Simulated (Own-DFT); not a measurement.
# Computed records: Hf36O71 (tetragonal hafnia with one neutral oxygen vacancy, atoms displaced)

Computed with Own-DFT development build. A calculation, not a measurement: plane-wave PBE and HSE06 DFT by an unreviewed code, no spin, of a simulated cell at Gamma alone, so results move with cell size and shape, stress positive in tension, energies less offsets, not probed for a lower state with spin; hafnium file: forces about 75 meV/angstrom off all-electron values; oxygen file: force components 24 meV/angstrom off all-electron in a glass; k mesh not checked against a denser one; forces and stress are PBE's, HSE06 gives the energy alone, and its difference from PBE has offsets of its own; offsets are fitted by least squares, one for each functional and potential file, so energies compare only between cells with the same atoms and settings and are not formation energies; the far tail of each file's local potential was reset to the Coulomb form; each entry is a single point on an unrelaxed cell, so the pressure reflects the starting lattice, taken from the Materials Project, from which strain is counted, and rises with the displacements; printed positions are rounded, which can move forces by about a meV/angstrom; the program is a retired in-house code; no spin-orbit coupling.

### Hf36O71 (tetragonal hafnia with one neutral oxygen vacancy, atoms displaced)

```
cell vectors (Å)
  10.7800     0.0000     0.0000
   0.0000    10.7800     0.0000
   0.0000     0.0000    10.4493
atoms (fractions of the cell vectors)
Hf  0.99621  0.99426  0.00612
Hf  0.15392  0.16390  0.25840
O   0.99706  0.16762  0.14908
O   0.16272  0.99801  0.34171
O   0.00629  0.17050  0.40127
O   0.16893  0.00281  0.09693
Hf  0.01189  0.99764  0.49976
Hf  0.16364  0.16672  0.75931
O   0.00295  0.16752  0.64716
O   0.16097  0.99460  0.84174
O   0.00199  0.16288  0.90793
O   0.17041  0.00169  0.60254
Hf  0.99817  0.32711  0.00386
Hf  0.16458  0.50681  0.24731
O   0.99382  0.49804  0.14873
O   0.16476  0.33297  0.34699
O   0.99980  0.49938  0.40862
O   0.17741  0.33292  0.10154
Hf  0.99875  0.32965  0.49224
Hf  0.16140  0.50464  0.75048
O   0.00643  0.50185  0.64539
O   0.15865  0.33352  0.85893
O   0.00131  0.49634  0.89506
O   0.16038  0.32942  0.59817
Hf  0.99883  0.66852  0.00314
Hf  0.16668  0.83052  0.24656
O   0.99336  0.83377  0.15066
O   0.17879  0.67481  0.34975
O   0.00259  0.82822  0.40174
O   0.16800  0.67173  0.09844
Hf  0.99344  0.67279  0.50560
Hf  0.16199  0.83265  0.74905
O   0.00074  0.83081  0.64935
O   0.16623  0.66494  0.84397
O   0.00213  0.82545  0.90225
O   0.17354  0.66496  0.59611
Hf  0.33609  0.00151  0.99403
Hf  0.50147  0.16510  0.25744
O   0.34007  0.16731  0.15507
O   0.50181  0.00068  0.34675
O   0.33029  0.16147  0.40859
O   0.50089  0.99385  0.09858
Hf  0.33272  0.99503  0.51004
Hf  0.50222  0.16333  0.75231
O   0.33724  0.17054  0.64697
O   0.49936  0.00502  0.85448
O   0.33816  0.16566  0.90410
O   0.49487  0.00500  0.60034
Hf  0.33224  0.31769  0.99671
Hf  0.49928  0.50641  0.24825
O   0.33885  0.49929  0.15118
O   0.51523  0.33967  0.34378
O   0.32929  0.50006  0.40660
O   0.49466  0.33403  0.10407
Hf  0.34223  0.33625  0.50369
Hf  0.49645  0.50268  0.74679
O   0.33968  0.50461  0.65643
O   0.50688  0.33506  0.84476
O   0.32969  0.49685  0.90482
O   0.49616  0.33862  0.60130
Hf  0.33123  0.66785  0.00225
Hf  0.49078  0.82066  0.25364
O   0.33981  0.83588  0.14880
O   0.50440  0.66986  0.34031
O   0.33223  0.83213  0.39924
O   0.49651  0.66219  0.09193
Hf  0.33373  0.66850  0.50018
Hf  0.49838  0.82991  0.74920
O   0.32632  0.83452  0.65443
O   0.49092  0.66211  0.85423
O   0.34083  0.82865  0.90419
O   0.50986  0.66259  0.59045
Hf  0.67349  0.00390  0.00182
Hf  0.83295  0.16805  0.24330
O   0.66763  0.16610  0.15512
O   0.83038  0.99553  0.34980
O   0.67076  0.16467  0.40441
O   0.83594  0.00503  0.08979
Hf  0.67253  0.00117  0.49822
Hf  0.83105  0.17830  0.74646
O   0.67091  0.15917  0.64681
O   0.83035  0.00678  0.84780
O   0.66555  0.16181  0.90727
O   0.83592  0.99777  0.59265
Hf  0.66568  0.33724  0.00552
Hf  0.83130  0.49854  0.24808
O   0.66896  0.50251  0.14802
O   0.83651  0.33821  0.33866
O   0.67424  0.49979  0.40527
Hf  0.66327  0.33363  0.49184
Hf  0.83554  0.49404  0.74654
O   0.67464  0.49286  0.64986
O   0.83677  0.33529  0.84517
O   0.66741  0.49359  0.90437
O   0.83146  0.33365  0.59985
Hf  0.67001  0.65862  0.00364
Hf  0.84210  0.83879  0.25775
O   0.66477  0.84200  0.14330
O   0.83382  0.66878  0.35433
O   0.66652  0.83837  0.39894
O   0.82651  0.66167  0.09569
Hf  0.66328  0.66865  0.50231
Hf  0.84199  0.83109  0.74058
O   0.67028  0.83095  0.65272
O   0.83624  0.65996  0.84489
O   0.67104  0.83737  0.90777
O   0.83373  0.66331  0.59161
```

```
first functional     : PBE
second functional    : HSE06
exact exchange share : 0.25
screening            : 0.11 1/bohr
exchange divergence  : Gygi-Baldereschi
potential files      : PseudoDojo norm-conserving, scalar-relativistic, made for PBE, standard set
wave cutoff          : 48 hartree
occupations          : fixed
k mesh               : 1 x 1 x 1 centred on Gamma
PBE stress yy        : —
PBE pressure         : —
```

**Q.** Give the missing PBE stress yy for Hf36O71 (tetragonal hafnia with one neutral oxygen vacancy, atoms displaced).
**A.** -2.54 GPa

**Q.** Give the missing PBE pressure for Hf36O71 (tetragonal hafnia with one neutral oxygen vacancy, atoms displaced).
**A.** 2.48 GPa

**Q.** Give the table of force values for Hf36O71 (tetragonal hafnia with one neutral oxygen vacancy, atoms displaced).
**A.** 
Force:
| element | x (eV/Å) | y (eV/Å) | z (eV/Å) |
| --- | --- | --- | --- |
| Hf | 1.161 | 0.502 | -1.93 |
| Hf | 3.011 | 1.579 | -1.368 |
| O | 0.016 | 0.439 | 0.211 |
| O | -0.622 | -0.872 | 1.229 |
| O | -0.513 | -2.297 | -0.786 |
| O | -0.698 | -0.339 | -0.268 |
| Hf | -1.391 | 1.036 | 0.172 |
| Hf | -0.135 | 1.357 | -1.648 |
| O | -0.512 | -0.545 | 0.839 |
| O | 0.468 | 0.492 | 0.772 |
| O | 0.224 | 0.057 | -0.309 |
| O | -1.043 | -0.401 | -0.314 |
| Hf | 1.063 | 1.01 | -0.525 |
| Hf | 0.931 | -1.767 | 0.54 |
| O | 1.083 | -0.129 | 0.171 |
| O | -0.272 | 0.744 | -0.388 |
| O | 0.329 | 1.193 | -1.2 |
| O | -2.314 | -0.014 | 0.071 |
| Hf | 1.079 | 1.735 | 1.911 |
| Hf | 0.754 | -1.637 | 0.257 |
| O | -1.332 | 0.407 | 0.671 |
| O | 0.541 | -0.864 | -1.138 |
| O | 0.102 | 0.562 | 1.239 |
| O | 1.514 | 0.349 | 0.025 |
| Hf | -1.115 | -1.923 | -1.149 |
| Hf | 1.102 | 0.686 | -0.417 |
| O | 1.517 | -0.125 | -0.365 |
| O | -0.55 | -1.323 | -0.7 |
| O | 0.212 | 1.424 | -0.366 |
| O | -1.262 | -0.162 | 0.661 |
| Hf | 1.107 | -2.828 | -0.98 |
| Hf | 0.906 | -0.852 | 0.798 |
| O | 0.99 | 0.059 | -0.925 |
| O | -0.111 | 1.065 | 0.598 |
| O | -0.251 | 1.19 | -0.276 |
| O | -1.039 | 0.32 | 0.13 |
| Hf | 1.709 | -1.263 | 2.33 |
| Hf | -1.016 | -0.745 | -1.309 |
| O | -1.122 | -0.335 | 0.068 |
| O | -0.163 | -0.704 | 0.552 |
| O | 0.3 | 0.86 | -0.198 |
| O | -0.567 | 1.103 | -0.742 |
| Hf | 1.364 | 1.451 | -1.576 |
| Hf | 0.327 | 0.468 | -0.514 |
| O | -0.715 | -0.127 | 1.795 |
| O | -0.464 | -1.361 | -1.265 |
| O | -0.716 | -1.327 | -2.053 |
| O | 1.157 | -0.952 | 0.331 |
| Hf | 0.597 | 3.766 | 1.966 |
| Hf | -0.311 | -1.641 | -1.313 |
| O | -1.505 | 1.024 | 1.224 |
| O | -0.673 | -0.511 | 1.137 |
| O | 0.623 | 0.492 | -0.438 |
| O | 1.472 | 0.117 | -1.016 |
| Hf | -2.895 | -1.507 | -0.097 |
| Hf | 1.428 | -1.034 | 1.586 |
| O | -1.682 | 0.017 | -0.903 |
| O | -0.37 | -0.594 | 0.052 |
| O | -0.026 | -0.16 | 0.052 |
| O | 1.923 | -0.216 | -0.615 |
| Hf | 1.22 | -1.595 | -1.2 |
| Hf | 2.722 | 5.549 | -2.545 |
| O | -2.401 | -0.652 | 0.197 |
| O | 0.047 | -2.722 | 2.387 |
| O | 0.437 | 0.416 | 0.457 |
| O | 0.911 | 0.057 | 1.246 |
| Hf | -0.824 | -0.73 | -0.012 |
| Hf | 0.821 | 0.725 | 1.836 |
| O | 1.6 | -0.317 | -0.327 |
| O | 0.837 | 0.76 | -1.778 |
| O | -0.61 | 1.176 | -0.702 |
| O | -2.919 | 0.483 | 1.576 |
| Hf | -2.242 | -2.353 | 0.018 |
| Hf | -1.05 | -0.009 | 0.575 |
| O | 0.325 | 0.478 | 0.072 |
| O | 0.89 | 1.703 | -0.275 |
| O | 0.247 | 0.624 | -0.578 |
| O | 0.46 | 0.167 | 2.245 |
| Hf | -1.054 | -0.455 | 0.1 |
| Hf | 0.439 | -2.095 | -0.079 |
| O | -0.924 | 0.509 | 0.707 |
| O | 0.981 | -1.037 | -1.084 |
| O | 0.099 | 2.736 | -0.839 |
| O | 1.361 | -0.562 | 0.014 |
| Hf | -1.042 | -1.149 | -0.152 |
| Hf | 0.079 | 1.717 | 0.54 |
| O | -0.549 | -0.736 | 0.523 |
| O | -0.107 | -1.857 | 0.159 |
| O | -0.298 | 0.747 | -0.571 |
| Hf | 0.087 | 0.468 | 1.474 |
| Hf | 0.655 | 0.938 | -0.148 |
| O | -1.545 | 0.606 | 0.267 |
| O | 0.023 | -0.618 | 1.36 |
| O | 0.283 | 0.795 | -0.236 |
| O | 0.512 | -0.49 | -0.883 |
| Hf | -1.145 | 2.151 | -1.388 |
| Hf | -3.863 | -1.808 | -0.615 |
| O | 0.924 | -1.103 | 2.187 |
| O | 0.45 | 0.221 | -1.106 |
| O | -0.146 | -1.25 | 0.808 |
| O | 2.269 | 0.249 | 0.653 |
| Hf | 3.034 | 0.383 | -1.857 |
| Hf | -3.122 | 0.795 | 2.741 |
| O | -0.577 | -0.089 | 0.042 |
| O | -0.078 | 0.951 | -0.365 |
| O | -0.34 | -1.385 | -1.174 |
| O | -0.511 | 0.663 | 1.436 |

Further results for Hf36O71 (tetragonal hafnia with one neutral oxygen vacancy, atoms displaced):

```
PBE energy of cell above offsets : -95.667 eV
HSE06 less PBE above offsets     : 0.176 eV
PBE stress xx                    : -2.09 GPa
PBE stress zz                    : -2.81 GPa
PBE stress yz                    : 0.33 GPa
PBE stress xz                    : -0.63 GPa
PBE stress xy                    : 0.19 GPa
```
